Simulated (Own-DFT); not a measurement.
# Computed records: GaN (wurtzite, strained, atoms displaced)

Computed with Own-DFT development build. A calculation, not a measurement: plane-wave PBE density functional theory by an unreviewed code, no spin, of a simulated periodic cell, stress positive in tension, free energy of the whole cell less one offset for each atom, forces on such cells passed a denser k mesh, this cell's mesh not checked; offsets are fitted by least squares, one for each functional and potential file, so energies compare only between cells with the same atoms and settings and are not formation energies; the far tail of each file's local potential was reset to the Coulomb form; each entry is a single point on an unrelaxed cell, so the pressure reflects the starting lattice, mostly measured values (interpolated for alloys), from which strain is counted, and rises with the displacements; printed positions are rounded, which can move forces by about a meV/angstrom; the program, named Own-DFT, is a retired in-house code; no spin-orbit coupling.

Settings shared by all entries: functional PBE; potential files PseudoDojo norm-conserving, scalar-relativistic, standard set with the stringent files for Ga; wave cutoff 96 hartree; occupations Gaussian; smearing width 0.01 eV; k mesh 3 x 4 x 3 centred on Gamma.

```yaml
- entry: 1
  formula: GaN
  kind: "wurtzite, strained, atoms displaced"
  structure:
    cell_angstrom:
      - [12.603, -0.1091, 0.2241]
      - [-4.797, 8.2557, -0.2037]
      - [0.1822, -0.1497, 10.3223]
    atoms_fractional:
      - [Ga, 0.0851, 0.2247, 0.99836]
      - [Ga, 0.15886, 0.10307, 0.24895]
      - ["N", 0.09076, 0.22556, 0.19226]
      - ["N", 0.17538, 0.11107, 0.44833]
      - [Ga, 0.08675, 0.23149, 0.49715]
      - [Ga, 0.16819, 0.10741, 0.74826]
      - ["N", 0.08272, 0.22281, 0.68863]
      - ["N", 0.16519, 0.10277, 0.93981]
      - [Ga, 0.08198, 0.55563, 0.00184]
      - [Ga, 0.16557, 0.43562, 0.24035]
      - ["N", 0.08213, 0.55894, 0.19479]
      - ["N", 0.16153, 0.43107, 0.44272]
      - [Ga, 0.07913, 0.5523, 0.50402]
      - [Ga, 0.16432, 0.45193, 0.74257]
      - ["N", 0.08039, 0.54819, 0.6904]
      - ["N", 0.16064, 0.442, 0.93534]
      - [Ga, 0.08581, 0.8868, 0.00057]
      - [Ga, 0.16295, 0.77355, 0.2549]
      - ["N", 0.08375, 0.89049, 0.19778]
      - ["N", 0.16531, 0.78414, 0.44068]
      - [Ga, 0.08022, 0.88625, 0.49877]
      - [Ga, 0.16684, 0.78075, 0.75549]
      - ["N", 0.0889, 0.89902, 0.67887]
      - ["N", 0.17373, 0.77741, 0.9405]
      - [Ga, 0.34134, 0.233, 8.0e-05]
      - [Ga, 0.4183, 0.11902, 0.25148]
      - ["N", 0.33038, 0.22027, 0.18212]
      - ["N", 0.41583, 0.12075, 0.4358]
      - [Ga, 0.33724, 0.22257, 0.50333]
      - [Ga, 0.4083, 0.10488, 0.74429]
      - ["N", 0.32944, 0.21821, 0.68439]
      - ["N", 0.42154, 0.12294, 0.94426]
      - [Ga, 0.331, 0.56607, 0.99723]
      - [Ga, 0.42709, 0.45952, 0.253]
      - ["N", 0.33527, 0.561, 0.1822]
      - ["N", 0.42258, 0.44164, 0.43931]
      - [Ga, 0.32385, 0.53917, 0.49888]
      - [Ga, 0.41779, 0.44831, 0.7493]
      - ["N", 0.33879, 0.55668, 0.6866]
      - ["N", 0.4182, 0.44115, 0.93587]
      - [Ga, 0.33768, 0.89244, 0.00959]
      - [Ga, 0.4261, 0.77911, 0.24696]
      - ["N", 0.32992, 0.89744, 0.1924]
      - ["N", 0.41307, 0.76951, 0.44417]
      - [Ga, 0.3384, 0.88964, 0.50159]
      - [Ga, 0.42264, 0.78254, 0.74625]
      - ["N", 0.33458, 0.88806, 0.69388]
      - ["N", 0.41873, 0.77913, 0.94451]
      - [Ga, 0.58883, 0.23682, 0.9945]
      - [Ga, 0.66636, 0.10676, 0.24382]
      - ["N", 0.57711, 0.22139, 0.19358]
      - ["N", 0.66798, 0.10934, 0.43869]
      - [Ga, 0.5835, 0.23112, 0.49978]
      - [Ga, 0.66741, 0.11126, 0.75022]
      - ["N", 0.5876, 0.22562, 0.68715]
      - ["N", 0.66384, 0.10496, 0.93692]
      - [Ga, 0.58679, 0.56127, 0.0064]
      - [Ga, 0.65885, 0.44065, 0.24702]
      - ["N", 0.59044, 0.56077, 0.17802]
      - ["N", 0.66778, 0.44451, 0.43858]
      - [Ga, 0.58649, 0.56452, 0.49972]
      - [Ga, 0.66901, 0.44711, 0.75019]
      - ["N", 0.59347, 0.56159, 0.69039]
      - ["N", 0.66117, 0.44011, 0.94137]
      - [Ga, 0.58947, 0.89674, 0.00477]
      - [Ga, 0.66539, 0.77431, 0.25008]
      - ["N", 0.57624, 0.87424, 0.19177]
      - ["N", 0.66628, 0.78217, 0.44119]
      - [Ga, 0.58363, 0.8938, 0.50195]
      - [Ga, 0.66658, 0.77178, 0.74712]
      - ["N", 0.57743, 0.88407, 0.68264]
      - ["N", 0.67232, 0.78075, 0.94074]
      - [Ga, 0.83196, 0.22193, 0.00123]
      - [Ga, 0.92107, 0.11641, 0.25682]
      - ["N", 0.83376, 0.22513, 0.18583]
      - ["N", 0.92868, 0.1147, 0.43408]
      - [Ga, 0.82635, 0.21851, 0.49755]
      - [Ga, 0.91203, 0.10752, 0.75051]
      - ["N", 0.8314, 0.23089, 0.68635]
      - ["N", 0.90863, 0.09514, 0.93023]
      - [Ga, 0.83102, 0.55408, 0.99906]
      - [Ga, 0.9152, 0.4407, 0.25325]
      - ["N", 0.83293, 0.54841, 0.18799]
      - ["N", 0.91898, 0.43804, 0.43552]
      - [Ga, 0.83245, 0.55958, 0.49775]
      - [Ga, 0.90866, 0.44154, 0.74751]
      - ["N", 0.83586, 0.55217, 0.68464]
      - ["N", 0.9197, 0.44637, 0.9314]
      - [Ga, 0.83379, 0.89168, 0.00358]
      - [Ga, 0.91535, 0.77896, 0.24775]
      - ["N", 0.8359, 0.88604, 0.1949]
      - ["N", 0.90849, 0.76901, 0.44107]
      - [Ga, 0.83976, 0.89619, 0.49289]
      - [Ga, 0.92394, 0.77976, 0.75001]
      - ["N", 0.82208, 0.87395, 0.6885]
      - ["N", 0.90973, 0.77769, 0.94049]
  results:
    "free_energy_of_cell_above_offsets [eV]": "-2.069"
    "pressure [GPa]": 12.56
    "stress_xx [GPa]": -12.3
    "stress_yy [GPa]": -14.7
    "stress_zz [GPa]": -10.69
    "stress_yz [GPa]": -2.15
    "stress_xz [GPa]": 3.63
    "stress_xy [GPa]": -3.24
    force_element: [Ga, Ga, "N", "N", Ga, Ga, "N", "N", Ga, Ga, "N", "N", Ga, Ga, "N", "N", Ga, Ga, "N", "N", Ga, Ga, "N", "N", Ga, Ga, "N", "N", Ga, Ga, "N", "N", Ga, Ga, "N", "N", Ga, Ga, "N", "N", Ga, Ga, "N", "N", Ga, Ga, "N", "N", Ga, Ga, "N", "N", Ga, Ga, "N", "N", Ga, Ga, "N", "N", Ga, Ga, "N", "N", Ga, Ga, "N", "N", Ga, Ga, "N", "N", Ga, Ga, "N", "N", Ga, Ga, "N", "N", Ga, Ga, "N", "N", Ga, Ga, "N", "N", Ga, Ga, "N", "N", Ga, Ga, "N", "N"]
    "force_x [eV/angstrom]": [-0.063, 1.963, -1.331, -2.343, 1.765, -1.656, 0.05, -0.03, -0.117, -0.328, 0.968, -0.612, 0.728, 1.605, -1.171, 0.775, -0.529, 0.296, 0.057, 1.49, -0.408, -0.155, 0.256, -1.011, -1.201, -2.067, 0.076, 2.365, -0.965, 1.065, 1.182, 0.539, 1.036, -1.325, 0.408, -0.914, 1.197, 0.659, -0.875, -0.765, -0.161, -5.318, 1.51, 0.395, -1.309, -1.75, -0.016, 0.292, -0.03, -1.068, 2.565, -1.429, 0.376, -0.763, -0.71, -0.106, -0.977, 1.506, -0.291, -0.623, 0.644, -0.221, -1.224, 0.941, -0.174, 0.471, 3.595, 0.503, -0.333, -1.978, 2.444, -1.329, 0.607, -0.428, 0.827, -2.268, 1.783, 0.146, 1.161, 0.187, 0.372, -0.517, -0.536, -1.222, 0.754, 1.223, -0.529, -0.827, 0.037, 0.526, -1.05, 1.067, -0.98, -1.421, 2.885, 2.154]
    "force_y [eV/angstrom]": [-0.97, 1.974, -1.931, -0.157, -3.282, 1.491, -0.227, 0.93, 0.263, 3.002, -1.424, 3.528, 0.87, -1.42, 1.827, 0.204, -0.153, 1.283, -1.669, -1.625, 0.877, -0.545, -2.305, -0.117, -1.083, -0.816, 1.18, -1.764, 0.624, 1.878, 1.111, -1.902, -1.796, -2.079, -0.718, 0.604, 1.496, -0.582, -0.128, 1.909, 1.224, -1.265, -1.124, -0.052, 0.365, -1.09, -0.809, 1.026, -3.188, 0.357, -0.044, -0.142, -0.963, -0.489, -0.684, 1.401, 0.072, 0.653, -0.478, 0.642, -0.323, -0.177, -2.137, 2.491, -1.6, 0.861, 3.138, 0.057, -0.688, 1.103, 1.345, -0.516, 0.183, -0.334, -1.23, -0.578, 0.712, -0.026, -2.31, 2.426, 0.208, 0.838, 0.427, 0.191, -1.417, 0.896, 1.086, -0.578, -0.295, -1.392, 1.179, 1.327, -0.495, -0.028, 2.511, -0.623]
    "force_z [eV/angstrom]": [-0.543, 1.524, -1.62, -1.82, 2.111, 0.768, 0.056, -0.381, 0.252, 1.729, -1.183, -2.167, -0.536, 1.136, -0.483, 0.172, 0.627, 0.269, -1.62, 0.393, -0.751, -0.873, 1.873, 0.131, 0.128, -0.154, 1.663, 0.643, -0.357, 1.587, 1.055, -1.491, -0.402, -0.834, 0.94, -0.35, 0.149, 0.185, 0.162, -0.008, -0.799, 2.184, 0.521, -1.129, -0.415, 1.479, -0.921, -1.225, 1.407, 1.039, -1.566, -1.214, 0.017, -0.382, 0.196, 0.421, -3.489, 0.754, 3.198, -0.703, 0.738, 0.197, -0.85, -1.244, -0.75, 0.829, -1.391, -0.962, -0.648, 1.58, 0.989, -0.201, -1.16, -1.806, 0.215, 1.1, 0.581, -1.407, -0.468, 1.828, 0.2, -0.315, 0.012, 0.67, 0.269, 0.398, 0.182, 1.092, 0.486, 0.666, -0.729, -1.106, 1.408, -0.085, -1.334, -0.333]
- entry: 2
  formula: GaN
  kind: "wurtzite, strained, atoms displaced"
  structure:
    cell_angstrom:
      - [12.7693, 0.1315, -0.2237]
      - [-4.7031, 8.259, 0.0465]
      - [-0.1819, -0.0468, 10.218]
    atoms_fractional:
      - [Ga, 0.08898, 0.22001, 0.99362]
      - [Ga, 0.17133, 0.11221, 0.25208]
      - ["N", 0.09379, 0.22623, 0.19108]
      - ["N", 0.16659, 0.11023, 0.43637]
      - [Ga, 0.08466, 0.22391, 0.49375]
      - [Ga, 0.17118, 0.12028, 0.74433]
      - ["N", 0.07748, 0.20867, 0.68775]
      - ["N", 0.16228, 0.11324, 0.93374]
      - [Ga, 0.09054, 0.55915, 0.99416]
      - [Ga, 0.17202, 0.44973, 0.24672]
      - ["N", 0.07335, 0.55056, 0.18832]
      - ["N", 0.16829, 0.44267, 0.43081]
      - [Ga, 0.07629, 0.54886, 0.49112]
      - [Ga, 0.17299, 0.44923, 0.74427]
      - ["N", 0.08495, 0.55543, 0.68035]
      - ["N", 0.16679, 0.45209, 0.93662]
      - [Ga, 0.08481, 0.88542, 0.00711]
      - [Ga, 0.16291, 0.7813, 0.24304]
      - ["N", 0.08632, 0.88921, 0.19365]
      - ["N", 0.17294, 0.77972, 0.44625]
      - [Ga, 0.08703, 0.87729, 0.50654]
      - [Ga, 0.16545, 0.78193, 0.74763]
      - ["N", 0.08404, 0.88969, 0.69477]
      - ["N", 0.16045, 0.77111, 0.93013]
      - [Ga, 0.3346, 0.21321, 0.00396]
      - [Ga, 0.42249, 0.10779, 0.247]
      - ["N", 0.3333, 0.22407, 0.18428]
      - ["N", 0.41906, 0.11084, 0.43864]
      - [Ga, 0.33845, 0.22571, 0.50223]
      - [Ga, 0.42834, 0.12265, 0.7464]
      - ["N", 0.32764, 0.21536, 0.69723]
      - ["N", 0.41387, 0.10883, 0.93637]
      - [Ga, 0.336, 0.56296, 0.01001]
      - [Ga, 0.41884, 0.44139, 0.23829]
      - ["N", 0.32574, 0.54719, 0.18886]
      - ["N", 0.42496, 0.45141, 0.43592]
      - [Ga, 0.32527, 0.5572, 0.50429]
      - [Ga, 0.42667, 0.45476, 0.75079]
      - ["N", 0.33754, 0.5569, 0.68799]
      - ["N", 0.41442, 0.44093, 0.92992]
      - [Ga, 0.34156, 0.90401, 0.99571]
      - [Ga, 0.41457, 0.77473, 0.25216]
      - ["N", 0.3444, 0.89953, 0.18567]
      - ["N", 0.42075, 0.76574, 0.43582]
      - [Ga, 0.32576, 0.87373, 0.50418]
      - [Ga, 0.40863, 0.77407, 0.74986]
      - ["N", 0.33605, 0.88743, 0.68604]
      - ["N", 0.41941, 0.77218, 0.93344]
      - [Ga, 0.58503, 0.22837, 0.00027]
      - [Ga, 0.66834, 0.10883, 0.24889]
      - ["N", 0.58205, 0.2221, 0.18307]
      - ["N", 0.66111, 0.11121, 0.44268]
      - [Ga, 0.57846, 0.22558, 0.4989]
      - [Ga, 0.65904, 0.1159, 0.75149]
      - ["N", 0.58779, 0.22142, 0.68854]
      - ["N", 0.67543, 0.10988, 0.93487]
      - [Ga, 0.58197, 0.55742, 0.00204]
      - [Ga, 0.66914, 0.44552, 0.24962]
      - ["N", 0.58738, 0.56125, 0.19009]
      - ["N", 0.67239, 0.44433, 0.44018]
      - [Ga, 0.58098, 0.56427, 0.49379]
      - [Ga, 0.66886, 0.44211, 0.75327]
      - ["N", 0.58184, 0.549, 0.7011]
      - ["N", 0.67218, 0.44665, 0.94029]
      - [Ga, 0.58172, 0.8879, 0.99101]
      - [Ga, 0.66928, 0.78103, 0.24799]
      - ["N", 0.58715, 0.88964, 0.19596]
      - ["N", 0.66634, 0.77723, 0.44291]
      - [Ga, 0.58194, 0.88692, 0.49821]
      - [Ga, 0.66359, 0.76276, 0.74541]
      - ["N", 0.57907, 0.89091, 0.68771]
      - ["N", 0.66185, 0.77032, 0.93674]
      - [Ga, 0.83482, 0.22283, 0.00341]
      - [Ga, 0.9097, 0.10039, 0.24701]
      - ["N", 0.83386, 0.21965, 0.1885]
      - ["N", 0.9129, 0.10708, 0.4367]
      - [Ga, 0.83384, 0.21745, 0.49959]
      - [Ga, 0.91961, 0.09953, 0.74742]
      - ["N", 0.82791, 0.2234, 0.69101]
      - ["N", 0.92043, 0.11766, 0.94434]
      - [Ga, 0.83257, 0.55485, 0.00866]
      - [Ga, 0.91612, 0.44269, 0.24683]
      - ["N", 0.83718, 0.55568, 0.19337]
      - ["N", 0.91422, 0.44901, 0.44269]
      - [Ga, 0.82661, 0.54825, 0.50492]
      - [Ga, 0.91719, 0.44269, 0.74687]
      - ["N", 0.83577, 0.55607, 0.68861]
      - ["N", 0.9079, 0.44082, 0.93859]
      - [Ga, 0.82957, 0.89707, 0.99165]
      - [Ga, 0.91489, 0.76839, 0.25304]
      - ["N", 0.82898, 0.88383, 0.19088]
      - ["N", 0.91625, 0.77302, 0.43696]
      - [Ga, 0.83555, 0.88544, 0.49704]
      - [Ga, 0.91747, 0.78377, 0.75056]
      - ["N", 0.8393, 0.8888, 0.69081]
      - ["N", 0.91581, 0.77975, 0.93604]
  results:
    "free_energy_of_cell_above_offsets [eV]": "-2.742"
    "pressure [GPa]": 9.67
    "stress_xx [GPa]": -8.62
    "stress_yy [GPa]": -7.49
    "stress_zz [GPa]": -12.89
    "stress_yz [GPa]": -0.72
    "stress_xz [GPa]": -3.96
    "stress_xy [GPa]": 2.87
    force_element: [Ga, Ga, "N", "N", Ga, Ga, "N", "N", Ga, Ga, "N", "N", Ga, Ga, "N", "N", Ga, Ga, "N", "N", Ga, Ga, "N", "N", Ga, Ga, "N", "N", Ga, Ga, "N", "N", Ga, Ga, "N", "N", Ga, Ga, "N", "N", Ga, Ga, "N", "N", Ga, Ga, "N", "N", Ga, Ga, "N", "N", Ga, Ga, "N", "N", Ga, Ga, "N", "N", Ga, Ga, "N", "N", Ga, Ga, "N", "N", Ga, Ga, "N", "N", Ga, Ga, "N", "N", Ga, Ga, "N", "N", Ga, Ga, "N", "N", Ga, Ga, "N", "N", Ga, Ga, "N", "N", Ga, Ga, "N", "N"]
    "force_x [eV/angstrom]": [-1.627, -0.111, -1.82, 0.755, -0.16, -0.001, -0.298, 2.616, -2.43, -1.691, 1.882, -0.975, 0.996, -0.691, -0.142, 1.812, -1.091, 2.713, -1.898, -1.388, -1.832, 1.171, -0.763, 1.041, -1.891, -0.833, 0.882, -0.878, -0.659, -1.356, 1.923, 1.338, 0.045, 0.016, 1.51, -1.935, 1.968, -1.52, -0.658, -0.004, -0.019, 1.047, -1.421, -1.925, 2.685, 2.14, -1.551, -1.381, 0.907, -0.259, 0.531, 0.747, 1.431, 4.209, -3.0, -2.153, 0.312, 0.217, -0.406, -2.422, 1.788, 1.078, 0.963, -1.294, 0.757, 0.19, -1.496, 0.638, 0.088, -0.604, 0.509, 0.259, 0.32, 1.65, -0.738, 0.646, -1.211, -2.086, 1.091, 0.134, 0.604, 0.234, -1.369, 0.323, 1.206, 0.454, -1.064, 1.462, 1.07, -0.183, 0.867, 0.541, -0.108, 2.036, -2.388, -0.067]
    "force_y [eV/angstrom]": [1.43, 0.167, -0.464, -0.379, -0.821, -1.807, 2.364, -1.346, -0.804, -1.416, 1.297, 0.143, 0.453, -0.861, 0.081, -1.055, 0.446, -1.344, 0.636, -1.736, 1.461, -0.832, 0.49, 1.555, 1.262, 1.53, -0.89, -0.969, -0.046, -1.421, 1.849, 1.423, -1.176, 0.57, 1.725, -1.436, -0.586, -1.852, -0.512, 0.063, -3.165, 0.069, -2.081, 0.729, 2.077, 0.255, 1.082, 0.776, -0.6, 0.524, 0.439, 0.04, -0.042, -2.0, 1.908, -0.265, -0.73, -0.224, -0.75, -0.289, -1.008, 0.55, -0.187, -0.334, 0.47, -0.369, -0.421, 0.845, 0.855, 2.942, -0.838, 0.85, 0.706, 1.219, 0.169, 0.102, 0.469, 2.119, -0.995, -0.403, 0.918, -0.895, -0.536, -1.356, 1.291, -0.022, 0.394, 0.601, -1.009, 1.561, -0.28, 0.029, 0.204, -1.607, -0.908, -0.071]
    "force_z [eV/angstrom]": [1.577, -0.161, -0.732, 1.251, 0.152, 1.041, -0.962, 0.366, 0.617, -0.32, -0.348, 1.189, 0.523, 0.551, 0.662, -0.398, -1.863, 1.399, -0.546, -2.341, -0.399, -0.545, -0.926, 1.819, -1.972, 1.065, 1.071, -0.073, -0.295, -0.021, -1.598, -0.725, -2.664, 1.669, 0.465, -0.244, -1.09, -0.431, 0.103, 2.981, 0.029, -0.563, -0.365, 0.522, -0.867, -0.438, 1.028, 1.306, -0.879, 0.641, 1.012, -0.811, -0.204, -0.147, -0.686, 1.168, -0.74, 0.273, -0.133, -0.516, 1.086, -0.258, -2.635, 0.452, 0.95, 0.778, -1.598, -0.497, 0.624, 0.364, 0.458, -0.108, -1.068, 0.073, 0.626, 0.092, 0.593, 0.918, -0.363, -0.928, -1.621, 1.165, -0.222, -1.206, -0.198, 0.572, 0.718, 0.167, 0.841, -0.385, -0.898, 1.031, 0.295, 0.326, -1.173, 1.555]
- entry: 3
  formula: GaN
  kind: "wurtzite, strained, atoms displaced"
  structure:
    cell_angstrom:
      - [12.8563, -0.036, -0.1487]
      - [-4.8445, 8.2907, 0.1728]
      - [-0.1209, 0.1465, 10.401]
    atoms_fractional:
      - [Ga, 0.08378, 0.22001, 0.9963]
      - [Ga, 0.17523, 0.11941, 0.24371]
      - ["N", 0.09256, 0.22179, 0.18518]
      - ["N", 0.16888, 0.1106, 0.43414]
      - [Ga, 0.08105, 0.22354, 0.50807]
      - [Ga, 0.17333, 0.11424, 0.74708]
      - ["N", 0.07693, 0.23201, 0.69134]
      - ["N", 0.16629, 0.1147, 0.94029]
      - [Ga, 0.07234, 0.54257, 0.00018]
      - [Ga, 0.16625, 0.446, 0.2513]
      - ["N", 0.08547, 0.55188, 0.18451]
      - ["N", 0.172, 0.45019, 0.43671]
      - [Ga, 0.08611, 0.55733, 0.4965]
      - [Ga, 0.1572, 0.43898, 0.75593]
      - ["N", 0.08331, 0.55158, 0.6879]
      - ["N", 0.16225, 0.44049, 0.94242]
      - [Ga, 0.08521, 0.89046, 0.99737]
      - [Ga, 0.16815, 0.77832, 0.24744]
      - ["N", 0.08641, 0.88653, 0.1892]
      - ["N", 0.16947, 0.78363, 0.43808]
      - [Ga, 0.08436, 0.87962, 0.49002]
      - [Ga, 0.16871, 0.77256, 0.75386]
      - ["N", 0.07754, 0.87937, 0.68815]
      - ["N", 0.16976, 0.7765, 0.93556]
      - [Ga, 0.33064, 0.21637, 0.00673]
      - [Ga, 0.42163, 0.1233, 0.25811]
      - ["N", 0.32478, 0.21423, 0.18332]
      - ["N", 0.42373, 0.12051, 0.43582]
      - [Ga, 0.33241, 0.22232, 0.50017]
      - [Ga, 0.416, 0.10858, 0.74923]
      - ["N", 0.33805, 0.22935, 0.69371]
      - ["N", 0.41912, 0.11566, 0.93207]
      - [Ga, 0.33679, 0.55588, 0.99837]
      - [Ga, 0.41468, 0.43719, 0.24843]
      - ["N", 0.33208, 0.55352, 0.19239]
      - ["N", 0.41005, 0.44203, 0.4355]
      - [Ga, 0.33378, 0.56359, 0.50285]
      - [Ga, 0.41159, 0.43811, 0.75149]
      - ["N", 0.33221, 0.55035, 0.69359]
      - ["N", 0.41886, 0.43353, 0.93946]
      - [Ga, 0.32974, 0.87795, 0.99495]
      - [Ga, 0.41702, 0.77693, 0.24648]
      - ["N", 0.33244, 0.87903, 0.19155]
      - ["N", 0.41665, 0.76994, 0.44128]
      - [Ga, 0.33861, 0.89791, 0.49483]
      - [Ga, 0.41476, 0.77394, 0.76005]
      - ["N", 0.33072, 0.89061, 0.69123]
      - ["N", 0.41714, 0.782, 0.94318]
      - [Ga, 0.58267, 0.21438, 0.00402]
      - [Ga, 0.66575, 0.11699, 0.24845]
      - ["N", 0.58732, 0.21847, 0.18869]
      - ["N", 0.66154, 0.10418, 0.44444]
      - [Ga, 0.58239, 0.22043, 0.49015]
      - [Ga, 0.66983, 0.11139, 0.75636]
      - ["N", 0.58345, 0.21894, 0.67735]
      - ["N", 0.67387, 0.11423, 0.93243]
      - [Ga, 0.58384, 0.55919, 0.99426]
      - [Ga, 0.67083, 0.43845, 0.25021]
      - ["N", 0.58959, 0.55689, 0.19264]
      - ["N", 0.66944, 0.4446, 0.43731]
      - [Ga, 0.58315, 0.55048, 0.50464]
      - [Ga, 0.6659, 0.43299, 0.75215]
      - ["N", 0.57907, 0.55416, 0.69153]
      - ["N", 0.67183, 0.43943, 0.93882]
      - [Ga, 0.58115, 0.88342, 0.00165]
      - [Ga, 0.66114, 0.77662, 0.24627]
      - ["N", 0.58103, 0.88149, 0.19479]
      - ["N", 0.66417, 0.77371, 0.44985]
      - [Ga, 0.57926, 0.88277, 0.50147]
      - [Ga, 0.67281, 0.787, 0.74418]
      - ["N", 0.58855, 0.89228, 0.68825]
      - ["N", 0.66927, 0.77233, 0.93879]
      - [Ga, 0.84305, 0.22625, 0.00651]
      - [Ga, 0.92256, 0.11078, 0.23886]
      - ["N", 0.82515, 0.21614, 0.18394]
      - ["N", 0.91621, 0.11713, 0.44815]
      - [Ga, 0.83532, 0.22356, 0.51075]
      - [Ga, 0.91064, 0.10208, 0.74204]
      - ["N", 0.83329, 0.22738, 0.69727]
      - ["N", 0.9064, 0.1158, 0.93858]
      - [Ga, 0.82707, 0.54921, 0.00702]
      - [Ga, 0.9133, 0.44515, 0.24548]
      - ["N", 0.83349, 0.55954, 0.18991]
      - ["N", 0.92358, 0.45238, 0.44283]
      - [Ga, 0.82946, 0.55338, 0.49478]
      - [Ga, 0.92328, 0.45131, 0.75591]
      - ["N", 0.83255, 0.55605, 0.69174]
      - ["N", 0.91439, 0.44071, 0.94222]
      - [Ga, 0.8381, 0.88683, 0.00252]
      - [Ga, 0.92249, 0.77727, 0.25436]
      - ["N", 0.82913, 0.8951, 0.18724]
      - ["N", 0.91146, 0.78109, 0.43374]
      - [Ga, 0.82981, 0.88201, 0.50854]
      - [Ga, 0.91124, 0.77815, 0.74997]
      - ["N", 0.8374, 0.89175, 0.69244]
      - ["N", 0.92108, 0.78051, 0.94485]
  results:
    "free_energy_of_cell_above_offsets [eV]": "-4.820"
    "pressure [GPa]": 5.15
    "stress_xx [GPa]": -4.73
    "stress_yy [GPa]": -5.55
    "stress_zz [GPa]": -5.15
    "stress_yz [GPa]": 2.5
    "stress_xz [GPa]": -2.35
    "stress_xy [GPa]": -0.93
    force_element: [Ga, Ga, "N", "N", Ga, Ga, "N", "N", Ga, Ga, "N", "N", Ga, Ga, "N", "N", Ga, Ga, "N", "N", Ga, Ga, "N", "N", Ga, Ga, "N", "N", Ga, Ga, "N", "N", Ga, Ga, "N", "N", Ga, Ga, "N", "N", Ga, Ga, "N", "N", Ga, Ga, "N", "N", Ga, Ga, "N", "N", Ga, Ga, "N", "N", Ga, Ga, "N", "N", Ga, Ga, "N", "N", Ga, Ga, "N", "N", Ga, Ga, "N", "N", Ga, Ga, "N", "N", Ga, Ga, "N", "N", Ga, Ga, "N", "N", Ga, Ga, "N", "N", Ga, Ga, "N", "N", Ga, Ga, "N", "N"]
    "force_x [eV/angstrom]": [-0.87, -1.869, -1.918, -0.54, 0.675, -1.363, 1.691, 0.453, 1.634, 0.78, -1.379, -0.863, 0.595, 1.416, -0.355, 0.467, 0.595, 0.487, -0.531, 1.113, -1.657, -1.111, 0.447, -1.136, 0.725, -0.037, 3.257, -1.595, -0.214, 0.733, -0.188, -0.123, -0.307, 0.084, 0.508, 0.952, 0.591, 0.836, -1.127, -1.268, -0.349, 0.249, -0.635, -1.074, 0.321, 0.502, 0.975, 0.73, 0.264, 1.888, -2.237, 0.677, 1.572, -0.779, -0.321, -0.951, 1.06, -1.153, -0.718, -0.83, -0.719, -0.588, 0.975, -1.571, 1.303, 1.852, -1.03, 0.108, 0.576, -0.668, -1.156, -0.593, -2.441, -0.686, 1.194, 0.372, -0.754, -0.321, 0.462, 3.548, 1.123, 1.29, 0.36, -1.298, 1.283, -1.056, 0.078, -0.918, -0.946, -1.341, 1.231, 0.953, -0.14, 1.986, -0.669, -0.576]
    "force_y [eV/angstrom]": [-0.417, -2.397, 0.493, -0.067, 0.09, -0.9, -1.85, -0.385, 1.547, -0.549, 0.226, -0.514, 0.019, 0.922, 0.99, 0.921, -0.379, -0.595, 0.556, -0.666, 1.252, 0.135, 1.032, -0.623, -0.198, -1.609, 1.463, -0.606, 0.255, 0.662, -1.628, -0.878, -1.111, 1.114, -0.085, 0.31, -2.161, 1.386, 0.6, 1.182, 1.788, -0.822, 1.867, 2.417, -1.232, 0.309, -0.361, -0.895, 0.109, -2.338, 0.815, 1.036, 0.444, 0.019, -0.188, -0.63, -1.59, 0.998, -1.068, -0.307, -0.287, 0.544, 0.003, -0.21, 1.065, -0.376, 1.529, 0.24, 0.142, -1.798, -0.229, 1.486, -0.557, 0.499, 1.101, -0.884, 0.119, 2.27, -0.031, -1.558, 0.914, -0.516, -0.189, -0.725, 0.47, -0.493, 0.012, 0.899, 0.505, 0.805, -1.082, -0.317, 1.043, -0.906, -0.712, -0.685]
    "force_z [eV/angstrom]": [0.106, 1.895, -0.037, 0.581, -1.281, 0.154, 0.032, -0.794, 0.153, -0.136, 0.632, 0.488, 0.558, 0.005, -0.156, -0.23, 0.266, 0.1, -0.352, -0.608, 1.512, -1.143, -0.271, 0.864, -2.146, -2.261, 0.955, 0.589, 0.348, -0.395, -1.457, 1.617, 0.67, 0.168, -1.059, 0.476, 0.588, 0.369, 0.143, 0.309, 1.31, 1.048, -0.687, -0.882, 0.836, -1.902, -0.833, -0.246, -1.42, 1.636, -0.087, -1.254, 1.703, -1.86, 1.188, 2.705, 0.877, 0.078, -0.797, -0.415, -0.308, -0.545, 0.219, 0.278, -0.038, 1.636, -1.227, -1.219, 0.25, 0.965, 0.66, -0.521, -0.981, 1.77, 1.522, -1.113, -0.766, 1.792, -0.687, -0.868, -1.056, 0.978, 0.238, -1.08, 1.325, -0.654, -0.562, -0.199, -0.167, -1.154, 0.328, 1.062, -1.689, 0.822, -0.524, -0.736]
```
